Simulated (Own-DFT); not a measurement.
# One trend across several semiconductors

Calculated, not measured: single-point runs of Own-DFT, a retired in-house plane-wave DFT program that no person has reviewed, on unrelaxed cells, without spin or spin-orbit coupling.

Keep in mind (not all hold for every row): forces on such cells moved up to 12 meV/angstrom on a denser k mesh; forces not confirmed at this smearing and k mesh; k mesh not checked against a denser one; forces on such cells passed a denser k mesh, each cell not checked; stress not checked against mesh or cutoff.

All runs are PBE with PseudoDojo norm-conserving files; cutoff and k mesh are each material's own. Every cell starts from measured lattice constants and was given uniform random strains and small random moves of its atoms. Each triple is the change of volume in per cent, the rms move u in Å and the pressure in GPa.

- 2H SiC (C36Si36), 10.36 Å³/atom unstrained: (-2.10, 0.052, 10.73); (-1.67, 0.049, 9.66); (-0.46, 0.054, 6.54); (-0.39, 0.051, 6.40); (0.05, 0.048, 4.78); (0.64, 0.051, 4.51); (3.24, 0.050, -1.72)
- wurtzite AlN (Al36N36), 10.45 Å³/atom unstrained: withheld
- wurtzite GaN (Ga48N48), 11.42 Å³/atom unstrained: (-1.39, 0.053, 10.52); (-1.30, 0.050, 10.43); (-0.80, 0.047, 9.01); (-0.14, 0.048, 7.89); (0.10, 0.050, 7.21); (0.67, 0.050, 6.46); (1.12, 0.052, 5.68)
- diamond silicon (Si64), 20.02 Å³/atom unstrained: (-2.50, 0.049, 5.48); (-2.17, 0.049, 4.99); (-0.78, 0.054, 3.50); (-0.07, 0.055, 3.10); (0.29, 0.049, 2.27); (1.67, 0.050, 1.16); (2.02, 0.048, 0.65)
- zincblende GaAs (As32Ga32), 22.58 Å³/atom unstrained: (-2.84, 0.047, 6.56); (-2.12, 0.047, 5.91); (-0.76, 0.053, 4.62); (-0.26, 0.047, 4.18); (0.47, 0.055, 3.82); (1.93, 0.046, 2.71); (3.25, 0.052, 1.80)
- zincblende InP (In32P32), 25.27 Å³/atom unstrained: (-1.56, 0.051, 4.96); (-1.07, 0.046, 4.60); (-0.99, 0.051, 4.64); (-0.25, 0.050, 3.79); (1.20, 0.053, 2.89); (1.49, 0.051, 2.73); (3.89, 0.050, 1.03)
- grey tin (Sn64), 34.15 Å³/atom unstrained: (-1.56, 0.049, 4.63); (-1.14, 0.047, 4.32); (-0.72, 0.053, 4.13); (0.54, 0.050, 3.46); (0.69, 0.047, 3.24); (1.31, 0.047, 3.16); (1.52, 0.053, 2.89)

## Fit

Fit a line to each set against the fractional change of volume; B is minus its slope, and u is nearly the same within a set. To take it to zero pressure, assume that B rises by 4 GPa for each GPa: B0 = B - 4 x (mean pressure). The bond length of an ideal tetrahedral crystal with the unstrained volume v is d = (√3/4)(8 v)^(1/3). Cohen's empirical rule reads B0 = (1971 - 220 L) d^(-3.5) GPa, with L = 0 for group IV crystals and SiC and 1 for III-V compounds.

| material | L | d (Å) | B (GPa) | mean P (GPa) | B0 (GPa) | rule (GPa) |
|---|---|---|---|---|---|---|
| 2H SiC (C36Si36) | 0 | 1.888 | 231 ± 9 | 5.8 | 208 ± 9 | 213 |
| wurtzite AlN (Al36N36) | 1 | 1.893 | ? | ? | ? | 188 |
| wurtzite GaN (Ga48N48) | 1 | 1.950 | 196 ± 9 | 8.2 | 163 ± 9 | 169 |
| diamond silicon (Si64) | 0 | 2.352 | 104 ± 4 | 3.0 | 92 ± 4 | 99 |
| zincblende GaAs (As32Ga32) | 1 | 2.448 | 78 ± 3 | 4.2 | 61 ± 3 | 76 |
| zincblende InP (In32P32) | 1 | 2.541 | 72 ± 2 | 3.5 | 58 ± 2 | 67 |
| grey tin (Sn64) | 0 | 2.810 | 54 ± 3 | 3.7 | 39 ± 3 | 53 |

A line through ln[B0/(1971 - 220 L)] against ln d has a slope of -4.1 ± 0.2 and a scatter of 6 %. Against the rule, B0 stands at 98 % for 2H SiC, 96 % for wurtzite GaN, 93 % for diamond silicon, 80 % for zincblende GaAs, 87 % for zincblende InP, 74 % for grey tin. PBE tends to make silicon and heavier crystals too soft, and the rule itself is only a guide.

## Test on the hidden row

Asked: what B0 does the fitted trend give for wurtzite AlN (Al36N36)?

The straight line predicts 186 GPa. Its own runs give B = 209 ± 10 GPa at a mean pressure of 5.9 GPa, so B0 = 186 GPa.
